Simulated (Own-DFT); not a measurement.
# Response to strain: diamond-structure SiGeSn with randomly placed atoms, 64 atoms (Ge40Si16Sn8)

Calculated results; nothing here was measured. They come from Own-DFT, an in-house plane-wave density functional program, since retired, whose code no person has reviewed. Each row is one single-point run on a periodic cell that was not relaxed, without spin or spin-orbit coupling.

Settings of every run: PBE; PseudoDojo norm-conserving scalar-relativistic files; cutoff 49 hartree; 3 x 3 x 3 k mesh centred on Gamma; Fermi-Dirac smearing of 0.1 eV.

Known limits: forces on such cells moved up to 12 meV/angstrom on a denser k mesh; stress not checked against mesh or cutoff.

Unstrained cell vectors in Å: (11.410, 0.000, 0.000); (0.000, 11.410, 0.000); (0.000, 0.000, 11.410). The unstrained cell has measured lattice constants (interpolated for alloys), not those of this functional. That, the random moves and any unrelaxed bonds set the pressure at no strain. Each run strains this cell uniformly, with the atoms carried along. Every atom was also moved at random, by a Gaussian of width 0.05 Å on each axis. The random placing of the alloy's atoms differs from row to row. Strain is the symmetric tensor, in per cent. Stress is positive in tension, and the pressure is minus a third of its trace.

```
run,e_xx (%),e_yy (%),e_zz (%),s_xx (GPa),s_yy (GPa),s_zz (GPa),P (GPa),E (meV/atom)
1,0.25,0.25,0.00,-4.18,-4.25,-4.41,4.28,21.4
2,2.25,2.25,0.00,-0.93,-0.84,-2.20,1.32,0.0
3,-2.00,-2.00,0.00,-8.81,-8.75,-7.50,8.35,68.3
4,1.50,1.50,0.00,-2.30,-2.18,-3.20,2.56,16.5
5,-1.75,-1.75,0.00,-8.35,-8.21,-7.26,7.94,69.2
6,-2.25,-2.25,0.00,-9.06,-9.21,-7.70,8.66,67.1
7,-2.50,-2.50,0.00,-10.10,-9.87,-8.10,9.35,83.4
8,-2.75,-2.75,0.00,-10.06,-10.05,-8.05,9.39,59.2
9,0.50,0.50,0.00,?,?,?,?,?
```

E is the free energy for each atom above the lowest run shown.

## Worked fit

The change of volume is close to e_xx + e_yy + e_zz. A straight line through the runs shown gives P = 5.01 - 83 x (fractional change of volume) GPa, with an error of 2 on the slope and a scatter of 0.18 GPa. The strain isn't the same on all axes, but the crystal is cubic, so the slope still estimates the bulk modulus, averaged over pressures from 1.3 to 9.4 GPa.

## Withheld run

Question: what pressure should run 9 give? Its volume changes by 1.00 %.

The line gives 4.2 GPa. The calculation gave 4.02 GPa.
